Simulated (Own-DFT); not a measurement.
# Which defects push the lattice out? C11b WSi2

Everything here is calculated. The program is Own-DFT (plane waves, in-house, since retired, never reviewed by a person); positions were held fixed, and spin and spin-orbit coupling were off.

All runs used: PBE; PseudoDojo norm-conserving scalar-relativistic files; cutoff 50 hartree; 5 x 5 x 5 k mesh centred on Gamma; cold (Marzari-Vanderbilt) smearing of 0.2 eV.

Limits: forces on such cells failed a check on a denser k mesh; stress not checked against mesh or cutoff.

All runs share one cell, with vectors in Å (-2.148, -5.953, 3.409); (-6.444, 2.976, 1.136); (-2.553, -2.948, -6.757) and a volume of 403.2 Å³. The atoms are randomly displaced, by u rms on each axis. The defect's site can differ from row to row.

```
cell,formula,u (Å),P (GPa)
no defect,Si20W10,0.0183,4.28
no defect,Si20W10,0.0487,5.63
no defect,Si20W10,0.0517,6.37
one W on a Si site,Si19W11,0.0291,10.07
one W on a Si site,Si19W11,0.0304,10.12
one W on a Si site,Si19W11,0.0399,?
one W on a Si site,Si19W11,0.0555,10.71
one W vacancy,Si20W9,0.0283,3.50
one W vacancy,Si20W9,0.0308,3.35
one W vacancy,Si20W9,0.0503,4.83
one Si on a W site,Si21W9,0.0289,6.51
one Si on a W site,Si21W9,0.0449,6.86
one Si on a W site,Si21W9,0.0553,8.49
one Si vacancy,Si19W10,0.0330,3.13
one Si vacancy,Si19W10,0.0444,3.96
one Si vacancy,Si19W10,0.0466,4.17
```

## Worked fit

P = P0 + c u² + a shift for each defect gives P0 = 4.19 GPa, c = 689 ± 110 GPa/Å² and a scatter of 0.37 GPa. The shifts, and each times the cell's volume:

- one W on a Si site: 4.99 ± 0.30 GPa, 12.6 eV
- one Si on a W site: 1.74 ± 0.30 GPa, 4.4 eV
- one W vacancy: -1.28 ± 0.31 GPa, -3.2 eV
- one Si vacancy: -1.64 ± 0.30 GPa, -4.1 eV

Against the defect-free cell, a freed cell would be larger where the shift is positive and smaller where it is negative (160.2 GPa Å³ is 1 eV). The atoms around the defects weren't relaxed, which would change these numbers.

## Test on the hidden row

The question: what pressure belongs in the blank (one W on a Si site, u = 0.0399 Å)?

Estimate: 10.28 ± 0.43 GPa. Computed: 10.69 GPa.
